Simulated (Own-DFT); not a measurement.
# Response to strain: C40 NbSi2, 36 atoms (Nb12Si24)

All numbers below are calculated, not measured. They come from Own-DFT, an in-house plane-wave density functional program, since retired, whose code no person has reviewed. Each row is one single-point run on a periodic cell that was not relaxed, without spin or spin-orbit coupling.

Settings of every run: PBEsol; PseudoDojo norm-conserving scalar-relativistic files, made for PBE; cutoff 42 hartree; 4 x 4 x 5 k mesh centred on Gamma; cold (Marzari-Vanderbilt) smearing of 0.2 eV.

Known limits: forces on such cells failed a check on a denser k mesh; stress not checked against mesh or cutoff.

Unstrained cell vectors in Å: (0.000, 8.324, 0.000); (-9.613, 0.000, 0.000); (0.000, 0.000, 6.586). The unstrained cell was taken from the Materials Project. The random moves and any unrelaxed bonds add to the pressure at no strain. Each run strains this cell uniformly, with the atoms carried along. Every atom was also moved at random, by a Gaussian of width 0.05 Å on each axis. Strain is the symmetric tensor, in per cent. Stress is positive in tension, and the pressure is minus a third of its trace.

```
run  e_xx (%)  e_yy (%)  e_zz (%)  e_yz (%)  e_xz (%)  e_xy (%)  s_xx (GPa)  s_yy (GPa)  s_zz (GPa)  s_yz (GPa)  s_xz (GPa)  s_xy (GPa)  P (GPa)  E (meV/atom)
  1     -0.32     -1.99     -0.94      0.19      1.89     -0.70       -2.37       -7.63       -6.20        0.94        7.06       -1.96     5.40          15.7
  2     -0.90     -1.19      1.29      0.10      1.17     -1.86       -2.54       -3.01        3.78        0.28        3.89       -5.80     0.59          21.6
  3      1.97     -1.51      1.13     -1.13     -0.32      1.23        7.68       -1.93        4.83       -3.55       -1.36        3.48    -3.53          16.6
  4      1.99      0.59     -1.83     -1.57     -0.72      0.15        7.57        3.58       -7.24       -5.33       -2.34        0.17    -1.30          16.0
  5     -1.01     -0.15      0.10     -0.72     -1.26      1.70       -3.10        0.73       -1.03       -2.52       -3.36        5.68     1.13          12.6
  6      1.43     -1.37      0.72      1.88     -0.72     -1.80        5.55       -2.04        3.00        5.97       -2.12       -5.05    -2.17          17.1
  7     -0.61      1.96      0.91      0.74      1.18      1.83        0.75        7.86        4.87        1.35        2.89        5.63    -4.49          25.4
  8      0.90     -0.10      0.23      0.05      1.92     -0.05        4.39        1.84        1.24       -0.06        5.48       -0.14    -2.49          16.1
  9     -1.70      0.99     -0.59     -0.86      0.84     -0.03       -4.71        3.36       -3.23       -2.05        3.14        0.15     1.53           4.3
 10      0.81      0.18      0.28      0.20      1.43      1.67        4.57        2.70        1.35        0.93        4.47        4.70    -2.87          15.6
 11      0.98      0.12     -1.79      0.71      0.51     -0.18        3.41        1.08       -9.00        2.88        2.03       -0.79     1.50          27.5
 12      0.97     -1.76     -1.26     -0.02     -0.60     -0.52        2.84       -5.50       -7.52       -0.15       -1.92       -1.84     3.39          14.2
 13      1.32     -0.56     -0.24      1.75     -0.48     -1.21        5.47       -0.32       -0.62        5.60       -1.32       -3.14    -1.51          13.8
 14     -1.80      0.51     -1.30      0.85     -1.10     -0.02       -5.55        1.01       -7.38        2.79       -3.51        0.64     3.97           0.0
 15      0.49      0.31      1.23     -0.48      0.77      1.45        3.12        3.54        5.50       -1.40        1.53        4.21    -4.06          23.4
 16      0.03      1.41      0.55      1.94      1.82     -1.06           ?           ?           ?           ?           ?           ?        ?             ?
```

E is the free energy for each atom above the lowest run shown.

## Worked fit

Each stress component was fitted by least squares to a constant and the strains of the runs shown, as fractions, with shears doubled. Shear strains stay in the fit of a normal stress only where such slopes are resolved. The slopes, in GPa:

| stress | at no strain | per e_xx | per e_yy | per e_zz | scatter |
|---|---|---|---|---|---|
| s_xx | 1.0 | 364 ± 6 | 73 ± 7 | 50 ± 7 | 0.28 |
| s_yy | 1.2 | 73 ± 9 | 366 ± 10 | 71 ± 10 | 0.40 |
| s_zz | -0.5 | 63 ± 9 | 75 ± 10 | 470 ± 10 | 0.41 |

Each shear stress against twice its own strain: yz 158 ± 7, xz 158 ± 6, xy 151 ± 4 GPa. These are stiffnesses along x, y and z of the frame in which the cell vectors are given, which need not be the crystal's axes. The atoms are held to the strained lattice; where symmetry lets them move under strain, relaxing them would lower some slopes. The table should be nearly symmetric about its diagonal, and what it lacks of that shows the noise. A ninth of its sum, 178 ± 5 GPa, estimates the bulk modulus near the mean pressure of these runs, -0.3 GPa.

## Withheld run

Question: what normal stresses and pressure should run 16 give?

The fit gives s_xx = 2.4, s_yy = 6.8, s_zz = 3.1 and P = -4.1 GPa. The calculation gave 2.10, 6.58, 2.23 and P = -3.64 GPa.
